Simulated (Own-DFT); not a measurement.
Simulation results for GaP (zincblende, strongly disordered by large displacements)

Computed with Own-DFT development build. A calculation, not a measurement: plane-wave PBE density functional theory by an unreviewed code, no spin, of a simulated periodic cell, stress positive in tension, free energy of the whole cell less one offset for each atom, forces on such cells passed a denser k mesh, this cell's mesh not checked; broken bonds can close the gap or carry spin, so checks made on this kind of crystal may not hold here; offsets are fitted by least squares, one for each functional and potential file, so energies compare only between cells with the same atoms and settings and are not formation energies; the far tail of each file's local potential was reset to the Coulomb form; each entry is a single point on an unrelaxed cell, so the pressure reflects the starting lattice, mostly measured values (interpolated for alloys), from which strain is counted, and rises with the displacements; printed positions are rounded, which can move forces by about a meV/angstrom; the program, named Own-DFT, is a retired in-house code; no spin-orbit coupling.

Common to all runs: functional PBE; potential files PseudoDojo norm-conserving, scalar-relativistic, standard set; wave cutoff 42 hartree; occupations Fermi-Dirac; smearing width 0.1 eV; hardware one NVIDIA H100; k mesh 3 x 3 x 3 centred on Gamma.

(1) GaP (zincblende, strongly disordered by large displacements)

```cif
# cell vector a (Å): 10.9010 0.0000 0.0000
# cell vector b (Å): 0.0000 10.9010 0.0000
# cell vector c (Å): 0.0000 0.0000 10.9010
data_GaP
_symmetry_space_group_name_H-M 'P 1'
_symmetry_Int_Tables_number 1
_cell_length_a 10.9010
_cell_length_b 10.9010
_cell_length_c 10.9010
_cell_angle_alpha 90.000
_cell_angle_beta 90.000
_cell_angle_gamma 90.000
_cell_volume 1295.39
loop_
_atom_site_label
_atom_site_type_symbol
_atom_site_fract_x
_atom_site_fract_y
_atom_site_fract_z
_atom_site_occupancy
Ga1 Ga 0.01030 0.98201 0.01255 1
Ga2 Ga 0.01175 0.26628 0.24722 1
Ga3 Ga 0.24295 0.00733 0.27407 1
Ga4 Ga 0.24726 0.24968 0.01792 1
P1 P 0.10986 0.12639 0.11088 1
P2 P 0.11809 0.40935 0.35125 1
P3 P 0.37865 0.13705 0.34450 1
P4 P 0.38860 0.34338 0.11989 1
Ga5 Ga 0.00489 0.00162 0.47281 1
Ga6 Ga 0.01559 0.26698 0.77159 1
Ga7 Ga 0.24075 0.99069 0.77161 1
Ga8 Ga 0.25133 0.26060 0.52509 1
P5 P 0.12885 0.11867 0.62449 1
P6 P 0.11524 0.33796 0.90018 1
P7 P 0.38042 0.11930 0.85424 1
P8 P 0.38526 0.39540 0.62724 1
Ga9 Ga 0.01742 0.48987 0.02399 1
Ga10 Ga 0.97277 0.75255 0.23494 1
Ga11 Ga 0.27544 0.53047 0.25247 1
Ga12 Ga 0.23948 0.77455 0.00693 1
P9 P 0.11249 0.62951 0.12001 1
P10 P 0.13336 0.88772 0.38163 1
P11 P 0.35227 0.58897 0.40432 1
P12 P 0.39712 0.88145 0.15200 1
Ga13 Ga 0.00792 0.51601 0.47924 1
Ga14 Ga 0.01870 0.78263 0.75514 1
Ga15 Ga 0.24053 0.50266 0.77172 1
Ga16 Ga 0.24389 0.77419 0.53092 1
P13 P 0.11983 0.61948 0.62503 1
P14 P 0.12758 0.87210 0.87275 1
P15 P 0.38536 0.62202 0.86122 1
P16 P 0.38334 0.86758 0.61289 1
Ga17 Ga 0.48773 0.99840 0.99141 1
Ga18 Ga 0.52058 0.22878 0.24361 1
Ga19 Ga 0.74636 0.99774 0.25413 1
Ga20 Ga 0.74319 0.22392 0.99058 1
P17 P 0.59801 0.13276 0.11959 1
P18 P 0.63343 0.37506 0.32365 1
P19 P 0.88022 0.11366 0.37512 1
P20 P 0.89971 0.40147 0.12089 1
Ga21 Ga 0.51927 0.98115 0.49635 1
Ga22 Ga 0.49518 0.24562 0.75487 1
Ga23 Ga 0.76891 0.98318 0.74412 1
Ga24 Ga 0.74903 0.22828 0.49958 1
P21 P 0.58786 0.12439 0.62331 1
P22 P 0.64145 0.36801 0.86109 1
P23 P 0.88252 0.13149 0.86075 1
P24 P 0.87214 0.37176 0.64629 1
Ga25 Ga 0.48842 0.49644 0.97442 1
Ga26 Ga 0.53633 0.75533 0.23770 1
Ga27 Ga 0.75129 0.48798 0.24588 1
Ga28 Ga 0.78026 0.75110 0.99821 1
P25 P 0.64919 0.61395 0.13878 1
P26 P 0.63147 0.89636 0.34492 1
P27 P 0.86296 0.63826 0.35754 1
P28 P 0.87704 0.87664 0.17071 1
Ga29 Ga 0.50169 0.49307 0.50333 1
Ga30 Ga 0.52110 0.79040 0.71367 1
Ga31 Ga 0.76076 0.48540 0.77274 1
Ga32 Ga 0.75270 0.76176 0.49453 1
P29 P 0.62710 0.63602 0.65093 1
P30 P 0.63801 0.85887 0.86971 1
P31 P 0.88004 0.62063 0.87997 1
P32 P 0.85810 0.88928 0.63842 1
```

It finds free energy of cell above offsets 0.082 eV; pressure 10.95 GPa; stress xx -11.76 GPa; stress yy -10.8 GPa; stress zz -10.28 GPa; stress yz -1.12 GPa; stress xz 0.67 GPa; stress xy -1.44 GPa; wall time 608.4 s.

Force:
```csv
element,x (eV/Å),y (eV/Å),z (eV/Å)
Ga,-2.331,0.537,-0.592
Ga,-1.154,-0.848,-0.126
Ga,1.001,1.064,-3.013
Ga,1.276,-1.963,-0.761
P,1.334,-0.374,2.517
P,2.041,-2.077,0.801
P,-0.897,-0.203,4.247
P,0.295,3.593,0.286
Ga,-0.226,0.156,3.931
Ga,-3.827,-3.337,-6.316
Ga,1.919,2.368,-3.377
Ga,0.537,0.327,-1.942
P,-0.687,0.193,0.638
P,3.9,5.935,2.856
P,-1.857,-0.635,2.739
P,-1.876,-2.442,2.471
Ga,2.871,2.588,-6.174
Ga,7.602,-7.224,3.867
Ga,-2.779,-2.86,-5.674
Ga,2.578,-2.438,1.682
P,2.889,2.677,1.437
P,-0.275,-4.03,-0.066
P,2.341,4.617,3.783
P,-2.606,0.128,-1.796
Ga,-2.259,0.223,1.168
Ga,-4.504,-4.711,-3.935
Ga,-0.234,-0.783,-0.51
Ga,-2.667,-3.658,-2.679
P,0.164,1.684,1.188
P,0.793,1.646,3.742
P,-1.37,2.858,-0.052
P,-0.519,4.174,0.62
Ga,0.938,-0.848,-0.066
Ga,-3.248,4.69,4.106
Ga,2.561,5.969,-3.174
Ga,0.487,1.309,0.309
P,5.905,-5.565,-5.895
P,-3.042,-3.221,6.3
P,-1.293,2.702,-1.741
P,-6.41,-5.702,3.835
Ga,-1.864,1.339,-1.227
Ga,0.355,2.736,-0.933
Ga,-7.175,7.849,7.715
Ga,-0.655,1.12,0.561
P,3.464,-0.692,-0.839
P,-3.416,-2.078,2.749
P,-0.464,-2.318,1.195
P,1.35,-0.285,-2.687
Ga,1.696,-1.753,2.129
Ga,-1.217,-1.98,-0.013
Ga,5.061,2.265,-1.289
Ga,-1.585,-0.103,1.522
P,-2.149,1.854,-3.749
P,-3.198,-4.203,5.786
P,-0.082,-1.477,2.506
P,-4.014,6.782,-8.147
Ga,3.076,1.094,-1.207
Ga,1.109,-2.205,3.079
Ga,1,3.21,-1.91
Ga,-0.661,-0.554,0.53
P,1.509,-2.327,-2.864
P,-0.249,1.925,1.556
P,2.55,0.068,-0.226
P,8.185,-6.788,-8.87
```

(2) GaP (zincblende, strongly disordered by large displacements)

```cif
# cell vector a (Å): 10.9010 0.0000 0.0000
# cell vector b (Å): 0.0000 10.9010 0.0000
# cell vector c (Å): 0.0000 0.0000 10.9010
data_GaP
_symmetry_space_group_name_H-M 'P 1'
_symmetry_Int_Tables_number 1
_cell_length_a 10.9010
_cell_length_b 10.9010
_cell_length_c 10.9010
_cell_angle_alpha 90.000
_cell_angle_beta 90.000
_cell_angle_gamma 90.000
_cell_volume 1295.39
loop_
_atom_site_label
_atom_site_type_symbol
_atom_site_fract_x
_atom_site_fract_y
_atom_site_fract_z
_atom_site_occupancy
Ga1 Ga 0.05899 0.00261 0.03528 1
Ga2 Ga 0.99719 0.25814 0.32036 1
Ga3 Ga 0.24202 0.01027 0.25708 1
Ga4 Ga 0.24769 0.21415 0.95248 1
P1 P 0.02006 0.17113 0.15184 1
P2 P 0.17286 0.31396 0.32084 1
P3 P 0.37319 0.10183 0.37426 1
P4 P 0.39508 0.37073 0.09765 1
Ga5 Ga 0.94896 0.98844 0.51887 1
Ga6 Ga 0.98044 0.26035 0.75640 1
Ga7 Ga 0.20879 0.97196 0.72987 1
Ga8 Ga 0.23655 0.22037 0.50960 1
P5 P 0.10928 0.18621 0.64933 1
P6 P 0.11337 0.39261 0.85689 1
P7 P 0.39908 0.12813 0.83940 1
P8 P 0.39645 0.37231 0.59155 1
Ga9 Ga 0.00554 0.53840 0.02280 1
Ga10 Ga 0.99540 0.75247 0.21584 1
Ga11 Ga 0.22327 0.48903 0.28101 1
Ga12 Ga 0.23755 0.78811 0.97860 1
P9 P 0.22807 0.60700 0.13945 1
P10 P 0.05406 0.89970 0.30999 1
P11 P 0.40803 0.65810 0.32536 1
P12 P 0.34604 0.85761 0.10755 1
Ga13 Ga 0.98454 0.48214 0.51274 1
Ga14 Ga 0.98636 0.84062 0.74523 1
Ga15 Ga 0.21798 0.50013 0.75408 1
Ga16 Ga 0.19484 0.71046 0.48835 1
P13 P 0.11293 0.65678 0.64718 1
P14 P 0.13140 0.91104 0.88569 1
P15 P 0.41304 0.68503 0.91152 1
P16 P 0.37980 0.87468 0.65643 1
Ga17 Ga 0.46779 0.03847 0.98507 1
Ga18 Ga 0.52691 0.26027 0.28715 1
Ga19 Ga 0.72370 0.00849 0.24891 1
Ga20 Ga 0.77497 0.28483 0.04231 1
P17 P 0.66054 0.16898 0.12336 1
P18 P 0.64904 0.37334 0.36438 1
P19 P 0.86132 0.12392 0.34683 1
P20 P 0.89883 0.41060 0.09542 1
Ga21 Ga 0.47555 0.00017 0.50632 1
Ga22 Ga 0.46849 0.28152 0.75932 1
Ga23 Ga 0.74160 0.99775 0.73748 1
Ga24 Ga 0.77532 0.23865 0.52104 1
P21 P 0.62003 0.10387 0.62663 1
P22 P 0.60112 0.35541 0.86387 1
P23 P 0.89550 0.09516 0.87058 1
P24 P 0.84716 0.34748 0.67010 1
Ga25 Ga 0.51843 0.46715 0.00035 1
Ga26 Ga 0.46567 0.81014 0.23852 1
Ga27 Ga 0.72676 0.46724 0.22611 1
Ga28 Ga 0.74973 0.75868 0.00058 1
P25 P 0.62950 0.68139 0.15363 1
P26 P 0.62096 0.75832 0.34200 1
P27 P 0.84091 0.62897 0.34101 1
P28 P 0.85910 0.90235 0.05150 1
Ga29 Ga 0.50008 0.51026 0.50901 1
Ga30 Ga 0.47847 0.75588 0.75443 1
Ga31 Ga 0.76084 0.52364 0.74820 1
Ga32 Ga 0.75650 0.69315 0.50751 1
P29 P 0.58909 0.66565 0.62422 1
P30 P 0.66617 0.86155 0.87346 1
P31 P 0.85581 0.64952 0.89776 1
P32 P 0.86143 0.85443 0.61028 1
```

It finds free energy of cell above offsets 30.195 eV; pressure 15.34 GPa; stress xx -14.77 GPa; stress yy -14.5 GPa; stress zz -16.73 GPa; stress yz 4 GPa; stress xz 0.36 GPa; stress xy -3.73 GPa; wall time 600.5 s.

Force:
```csv
element,x (eV/Å),y (eV/Å),z (eV/Å)
Ga,-2.322,1.986,2.655
Ga,-2.874,2.43,2.532
Ga,-2.15,-1.887,-2.101
Ga,-1.316,1.733,1.496
P,1.592,-2.12,-4.699
P,3.697,-1.867,1.275
P,0.654,2.691,-0.169
P,-3.671,-2.7,3.786
Ga,3.226,4.354,-3.956
Ga,0.376,-1.034,5.851
Ga,2.376,3.218,-4.592
Ga,2.51,1.571,-2.052
P,2.546,-5.376,-1.785
P,-2.376,-3.057,4.663
P,-3.901,-2.013,-2.777
P,-3.769,-1.784,1.013
Ga,4.183,4.347,-2.839
Ga,-1.637,-4.079,-2.776
Ga,1.177,0.971,2.36
Ga,-0.422,-5.722,-1.909
P,-1.411,2.554,-3.869
P,2.683,3.7,4.163
P,-2.629,-5.631,4.094
P,0.459,6.705,0.785
Ga,-0.083,0.364,-0.227
Ga,2.949,-2.185,3.928
Ga,3.981,3.424,-3.522
Ga,2.794,1.835,-4.51
P,-2.483,-1.479,3.512
P,-3.105,-0.955,-0.488
P,-1.738,-3.891,3.458
P,-3.082,3.298,-4.445
Ga,3.328,-3.213,4.445
Ga,-4.072,-3.345,-3.849
Ga,-0.368,-1.96,-1.184
Ga,0.303,-0.677,-4.987
P,-5.348,-4.052,2.092
P,0.546,1.225,7.564
P,-0.667,-0.758,3.328
P,-1.008,-1.487,4.766
Ga,1.388,-1.561,2.178
Ga,-0.601,1.015,-3.926
Ga,1.781,-0.713,1.455
Ga,-2.025,-1.557,-1.953
P,-1.201,2.192,-1.878
P,6.244,2.066,1.309
P,-0.497,0.575,0.283
P,-3.324,4.46,-2.499
Ga,1.232,4.22,-1.091
Ga,1.64,3.649,-0.888
Ga,2.507,3.995,-3.569
Ga,-2.408,-2.638,4.756
P,-0.336,-1.421,0.702
P,2.11,0.492,0.433
P,2.126,-1.601,-1.007
P,2.509,3.486,2.985
Ga,2.037,2.129,-2.325
Ga,3.123,0.319,1.303
Ga,-1.571,0.224,0.524
Ga,0.264,0.668,1.338
P,2.246,-2.918,-1.13
P,-4.949,3.408,-3.295
P,4.283,-3.303,-3.722
P,-5.525,-2.322,-1.009
```

(3) GaP (zincblende, strongly disordered by large displacements)

```cif
# cell vector a (Å): 10.9010 0.0000 0.0000
# cell vector b (Å): 0.0000 10.9010 0.0000
# cell vector c (Å): 0.0000 0.0000 10.9010
data_GaP
_symmetry_space_group_name_H-M 'P 1'
_symmetry_Int_Tables_number 1
_cell_length_a 10.9010
_cell_length_b 10.9010
_cell_length_c 10.9010
_cell_angle_alpha 90.000
_cell_angle_beta 90.000
_cell_angle_gamma 90.000
_cell_volume 1295.39
loop_
_atom_site_label
_atom_site_type_symbol
_atom_site_fract_x
_atom_site_fract_y
_atom_site_fract_z
_atom_site_occupancy
Ga1 Ga 0.98760 0.99666 0.98453 1
Ga2 Ga 0.99540 0.25242 0.26291 1
Ga3 Ga 0.25459 0.96863 0.26946 1
Ga4 Ga 0.23919 0.27741 0.02764 1
P1 P 0.13746 0.13135 0.13440 1
P2 P 0.11776 0.37139 0.37313 1
P3 P 0.36866 0.14929 0.32726 1
P4 P 0.40044 0.37568 0.09494 1
Ga5 Ga 0.98657 0.97860 0.49895 1
Ga6 Ga 0.00153 0.23803 0.73888 1
Ga7 Ga 0.22546 0.96649 0.76735 1
Ga8 Ga 0.22902 0.23390 0.51182 1
P5 P 0.13487 0.09485 0.61157 1
P6 P 0.15072 0.37435 0.88088 1
P7 P 0.40436 0.13405 0.89871 1
P8 P 0.37852 0.35582 0.61401 1
Ga9 Ga 0.99293 0.49805 0.98054 1
Ga10 Ga 0.02435 0.73646 0.22613 1
Ga11 Ga 0.22074 0.50352 0.24242 1
Ga12 Ga 0.24787 0.74984 0.01006 1
P9 P 0.12918 0.61553 0.10511 1
P10 P 0.12132 0.89643 0.42088 1
P11 P 0.37586 0.62400 0.38150 1
P12 P 0.37798 0.84750 0.09710 1
Ga13 Ga 0.00121 0.51440 0.47920 1
Ga14 Ga 0.01723 0.75117 0.77168 1
Ga15 Ga 0.21016 0.46321 0.71905 1
Ga16 Ga 0.26134 0.74023 0.46557 1
P13 P 0.13316 0.64122 0.63136 1
P14 P 0.11186 0.87785 0.87391 1
P15 P 0.35367 0.63041 0.83471 1
P16 P 0.40594 0.90694 0.62350 1
Ga17 Ga 0.50041 0.01947 0.97837 1
Ga18 Ga 0.48931 0.24778 0.26499 1
Ga19 Ga 0.71737 0.04579 0.24478 1
Ga20 Ga 0.74739 0.23845 0.03517 1
P17 P 0.62558 0.14823 0.13289 1
P18 P 0.62515 0.38395 0.40207 1
P19 P 0.87196 0.12021 0.37188 1
P20 P 0.84961 0.37491 0.13904 1
Ga21 Ga 0.48858 0.00117 0.51393 1
Ga22 Ga 0.50274 0.27642 0.72536 1
Ga23 Ga 0.72451 0.00858 0.72075 1
Ga24 Ga 0.73734 0.26059 0.48597 1
P21 P 0.62270 0.13048 0.64676 1
P22 P 0.64142 0.34417 0.86953 1
P23 P 0.87875 0.13895 0.89851 1
P24 P 0.87044 0.37548 0.63232 1
Ga25 Ga 0.50517 0.51431 0.00222 1
Ga26 Ga 0.50053 0.74959 0.25391 1
Ga27 Ga 0.72872 0.48457 0.23832 1
Ga28 Ga 0.77375 0.78415 0.99845 1
P25 P 0.60136 0.61618 0.11123 1
P26 P 0.62830 0.89482 0.41768 1
P27 P 0.86882 0.64909 0.37008 1
P28 P 0.90510 0.88844 0.12894 1
Ga29 Ga 0.51775 0.48091 0.51355 1
Ga30 Ga 0.53361 0.74962 0.75854 1
Ga31 Ga 0.74022 0.49117 0.73451 1
Ga32 Ga 0.74881 0.71651 0.48851 1
P29 P 0.63475 0.63222 0.61438 1
P30 P 0.60505 0.86791 0.87008 1
P31 P 0.88573 0.64667 0.89373 1
P32 P 0.87901 0.88250 0.61783 1
```

It finds free energy of cell above offsets 6.652 eV; pressure 11.98 GPa; stress xx -12.98 GPa; stress yy -12.48 GPa; stress zz -10.47 GPa; stress yz 2.46 GPa; stress xz 2.4 GPa; stress xy -0.2 GPa; wall time 558.1 s.

Force:
```csv
element,x (eV/Å),y (eV/Å),z (eV/Å)
Ga,1.589,1.6,0.833
Ga,-0.492,-1.003,-1.705
Ga,0.277,1.111,-1.786
Ga,1.347,-2.43,0.435
P,-1.402,-1.059,0.203
P,0.752,0.716,1.119
P,-8.454,-7.62,6.577
P,-1.012,-0.268,3.329
Ga,-4.095,5.947,0.75
Ga,0.224,-0.026,0.875
Ga,6.442,4.108,-4.567
Ga,2.205,1.491,-2.643
P,-1.986,-0.224,2.375
P,-3.659,-0.443,-0.203
P,-7.661,7.226,-5.982
P,-3.996,2.406,-2.228
Ga,0.148,-1.319,0.941
Ga,-1.642,1.871,2.058
Ga,3.246,-1.164,0.981
Ga,-1.758,-1.991,-4.305
P,-0.943,-0.842,-0.53
P,6.511,-5.2,-5.705
P,2.604,-3.904,-2.783
P,3.13,4.08,3.951
Ga,-0.688,0.239,1.807
Ga,-2.556,-1.842,-3.248
Ga,2.402,2.256,-1.31
Ga,-2.853,3.456,4.366
P,-0.246,-1.063,-1.695
P,-0.6,-1.365,5.838
P,1.137,-0.241,1.142
P,-8.024,-8.526,8.64
Ga,4.879,-7.031,5.232
Ga,7.626,7.634,-4.432
Ga,4.464,-5.835,5.491
Ga,3.513,2.443,-4.981
P,-7.798,-0.611,-1.623
P,0.199,-0.709,-6.521
P,-0.408,0.565,0.694
P,4.534,-0.324,-1.314
Ga,4.945,8.277,-7.336
Ga,2.174,-2.829,4.756
Ga,5.474,-5.743,4.498
Ga,3.475,-3.719,3.323
P,-3.769,5.355,-5.753
P,-0.573,2.644,0.356
P,-1.094,0.092,-2.205
P,1.693,-0.299,-2.221
Ga,-3.363,-2.93,-6.832
Ga,0.216,0.385,0.191
Ga,-1.7,3.23,1.778
Ga,-1.658,-0.269,0.575
P,5.735,4.843,5.005
P,1.035,-1.374,-3.721
P,3.739,-3.427,-4.933
P,-2.066,-0.319,1.818
Ga,-4.049,3.921,2.515
Ga,-4.97,-4.376,-4.365
Ga,0.173,0.43,2.25
Ga,-0.94,5.356,1.565
P,-2.27,-2.051,2.63
P,5.329,5.117,4.472
P,-1.417,-1.311,-2.092
P,-3.075,-3.112,3.65
```

(4) GaP (zincblende, strongly disordered by large displacements)

```cif
# cell vector a (Å): 10.9010 0.0000 0.0000
# cell vector b (Å): 0.0000 10.9010 0.0000
# cell vector c (Å): 0.0000 0.0000 10.9010
data_GaP
_symmetry_space_group_name_H-M 'P 1'
_symmetry_Int_Tables_number 1
_cell_length_a 10.9010
_cell_length_b 10.9010
_cell_length_c 10.9010
_cell_angle_alpha 90.000
_cell_angle_beta 90.000
_cell_angle_gamma 90.000
_cell_volume 1295.39
loop_
_atom_site_label
_atom_site_type_symbol
_atom_site_fract_x
_atom_site_fract_y
_atom_site_fract_z
_atom_site_occupancy
Ga1 Ga 0.01228 0.99320 0.05711 1
Ga2 Ga 0.96717 0.22697 0.32748 1
Ga3 Ga 0.22436 0.98320 0.26843 1
Ga4 Ga 0.27524 0.29284 0.98562 1
P1 P 0.09057 0.12695 0.13301 1
P2 P 0.05378 0.34715 0.40627 1
P3 P 0.34992 0.18001 0.34123 1
P4 P 0.37140 0.30262 0.12534 1
Ga5 Ga 0.02146 0.99139 0.45119 1
Ga6 Ga 0.03267 0.24540 0.74654 1
Ga7 Ga 0.22520 0.99576 0.73941 1
Ga8 Ga 0.26409 0.34523 0.48584 1
P5 P 0.13611 0.11093 0.56511 1
P6 P 0.11657 0.37368 0.89561 1
P7 P 0.36116 0.08751 0.82305 1
P8 P 0.37069 0.36032 0.62238 1
Ga9 Ga 0.03080 0.49430 0.01514 1
Ga10 Ga 0.02711 0.71288 0.21849 1
Ga11 Ga 0.28144 0.50227 0.24947 1
Ga12 Ga 0.24691 0.74262 0.98091 1
P9 P 0.11090 0.59531 0.12256 1
P10 P 0.11570 0.83462 0.33066 1
P11 P 0.29817 0.60214 0.38358 1
P12 P 0.35262 0.87535 0.11837 1
Ga13 Ga 0.01079 0.57414 0.46755 1
Ga14 Ga 0.02207 0.79095 0.73755 1
Ga15 Ga 0.26237 0.54267 0.77141 1
Ga16 Ga 0.31323 0.75606 0.48239 1
P13 P 0.09445 0.65959 0.58306 1
P14 P 0.09602 0.90061 0.86360 1
P15 P 0.36796 0.63149 0.86688 1
P16 P 0.40443 0.85133 0.66553 1
Ga17 Ga 0.40972 0.93575 0.96146 1
Ga18 Ga 0.50426 0.21795 0.28744 1
Ga19 Ga 0.75513 0.96139 0.22347 1
Ga20 Ga 0.71986 0.29428 0.02711 1
P17 P 0.62337 0.07889 0.07014 1
P18 P 0.62093 0.33346 0.37947 1
P19 P 0.85335 0.12658 0.40788 1
P20 P 0.94608 0.40187 0.14063 1
Ga21 Ga 0.51335 0.01109 0.53429 1
Ga22 Ga 0.41886 0.24305 0.73231 1
Ga23 Ga 0.74626 0.98316 0.74649 1
Ga24 Ga 0.71252 0.21511 0.45537 1
P21 P 0.60662 0.15572 0.57061 1
P22 P 0.62136 0.46157 0.86099 1
P23 P 0.88087 0.13371 0.91870 1
P24 P 0.91070 0.33388 0.62316 1
Ga25 Ga 0.48893 0.48804 0.05338 1
Ga26 Ga 0.51817 0.70561 0.23524 1
Ga27 Ga 0.69906 0.52534 0.27897 1
Ga28 Ga 0.77089 0.75258 0.99477 1
P25 P 0.62608 0.54643 0.13041 1
P26 P 0.67339 0.86988 0.35032 1
P27 P 0.88280 0.64095 0.38206 1
P28 P 0.85533 0.85120 0.14290 1
Ga29 Ga 0.51800 0.47695 0.47803 1
Ga30 Ga 0.53681 0.76302 0.71875 1
Ga31 Ga 0.77586 0.46885 0.79595 1
Ga32 Ga 0.70554 0.71227 0.44992 1
P29 P 0.61492 0.57564 0.68082 1
P30 P 0.63740 0.82319 0.86603 1
P31 P 0.93256 0.64217 0.81975 1
P32 P 0.89050 0.89291 0.63025 1
```

Results for GaP (zincblende, strongly disordered by large displacements): free energy of cell above offsets 60.493 eV; pressure 24.36 GPa; stress xx -26.37 GPa; stress yy -21.74 GPa; stress zz -24.97 GPa; stress yz -3.48 GPa; stress xz -6.45 GPa; stress xy -4.43 GPa; wall time 625.5 s.

Force:
```csv
element,x (eV/Å),y (eV/Å),z (eV/Å)
Ga,-5.093,-6.653,-4.907
Ga,0.913,-2.538,-11.22
Ga,1.749,3.33,-2.1
Ga,-4.941,-1.873,-7.791
P,4.689,6.812,4.995
P,6.873,10,6.639
P,-11.48,-4.14,4.333
P,6.039,2.38,8.241
Ga,-1.765,-1.775,0.957
Ga,0.272,-2.148,1.252
Ga,-3.449,-1.321,-3.898
Ga,-6.043,-2.07,-7.421
P,1.938,0.767,2.255
P,2.235,-1.057,-4.046
P,2.711,1.126,4.656
P,1.473,10.03,-0.171
Ga,-4.564,-1.278,-11.02
Ga,-6.953,3.927,2.668
Ga,-1.526,-6.942,-9.495
Ga,-2.286,0.989,1.157
P,11.17,1.871,2.157
P,1.245,1.595,4.579
P,2.278,1.333,6.161
P,-1.491,-2.952,6.13
Ga,2.059,-11.68,-2.018
Ga,-0.698,-1.694,-3.676
Ga,-8.203,-7.149,-7.028
Ga,-0.592,4.43,3.201
P,8.453,5.544,9.086
P,2.817,1.793,5.26
P,8.397,5.093,5.985
P,-9.498,6.74,-5.567
Ga,4.365,2.915,-5.419
Ga,8.484,-0.698,-6.788
Ga,-3.807,11.75,-0.211
Ga,0.851,-1.065,0.137
P,0.188,0.942,1.31
P,-2.463,11.03,-5.383
P,0.781,-10.73,-0.018
P,-5.491,-4.43,5.402
Ga,-3.844,-6.886,-2.021
Ga,4.791,-5.37,5.437
Ga,0.166,1.292,1.137
Ga,7.348,0.18,0.62
P,-4.124,0.441,12.13
P,-11.11,-1.248,3.99
P,-0.732,0.181,-1.199
P,-2.188,1.866,-1.517
Ga,-10.02,-4.513,-6.251
Ga,-0.739,1.616,0.591
Ga,6.439,-2.324,11.16
Ga,1.07,-2.445,-1.542
P,4.962,6.448,-5.959
P,-6.538,-0.602,4.536
P,-8.124,3.04,-6.957
P,8.972,-6.306,-4.855
Ga,-0.881,2.286,2.191
Ga,6.895,-7.556,1.425
Ga,12.34,0.949,-5.487
Ga,-0.342,-2.286,3.106
P,0.04,-1.392,-1.95
P,-0.029,3.459,2.318
P,-2.922,-3.804,3.659
P,-1.076,0.77,-2.95
```
